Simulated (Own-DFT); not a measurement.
# Response to strain: diamond-structure SiGeSn with randomly placed atoms, 64 atoms (Ge48Si8Sn8)

These are calculations, not measurements. The program, named Own-DFT, is a retired in-house plane-wave density functional code that no person has reviewed. Each row is one single-point run on a periodic cell that was not relaxed, without spin or spin-orbit coupling.

Settings of every run: PBE; PseudoDojo norm-conserving scalar-relativistic files; cutoff 49 hartree; 3 x 3 x 3 k mesh centred on Gamma; Fermi-Dirac smearing of 0.1 eV.

Known limits: forces on such cells moved up to 12 meV/angstrom on a denser k mesh; stress not checked against mesh or cutoff.

Unstrained cell vectors in Å: (11.467, 0.000, 0.000); (0.000, 11.467, 0.000); (0.000, 0.000, 11.467). The unstrained cell has measured lattice constants (interpolated for alloys), not those of this functional. That, the random moves and any unrelaxed bonds set the pressure at no strain. Each run strains this cell uniformly, with the atoms carried along. Every atom was also moved at random, by a Gaussian of width 0.05 Å on each axis. The random placing of the alloy's atoms differs from row to row. Strain is the symmetric tensor, in per cent. Stress is positive in tension, and the pressure is minus a third of its trace.

```
run,e_xx (%),e_yy (%),e_zz (%),s_xx (GPa),s_yy (GPa),s_zz (GPa),P (GPa),E (meV/atom)
1,3.00,3.00,0.00,-0.52,-0.49,-2.03,1.01,6.6
2,-2.75,-2.75,0.00,-10.84,-10.67,-8.73,10.08,100.6
3,-1.50,-1.50,0.00,-7.66,-8.07,-6.97,7.56,57.9
4,-0.75,-0.75,0.00,-6.61,-6.48,-5.76,6.29,45.8
5,0.25,0.25,0.00,-4.58,-4.55,-4.90,4.68,25.5
6,2.25,2.25,0.00,-1.34,-1.44,-2.64,1.81,0.0
7,-1.25,-1.25,0.00,-7.12,-7.29,-6.38,6.93,39.4
8,-2.25,-2.25,0.00,-9.18,-9.27,-7.91,8.79,66.7
9,1.75,1.75,0.00,?,?,?,?,?
```

E is the free energy for each atom above the lowest run shown.

## Worked fit

The change of volume is close to e_xx + e_yy + e_zz. A straight line through the runs shown gives P = 5.35 - 77 x (fractional change of volume) GPa, with an error of 3 on the slope and a scatter of 0.34 GPa. The strain isn't the same on all axes, but the crystal is cubic, so the slope still estimates the bulk modulus, averaged over pressures from 1.0 to 10.1 GPa.

## Withheld run

Question: what pressure should run 9 give? Its volume changes by 3.53 %.

The line gives 2.6 GPa. The calculation gave 2.33 GPa.
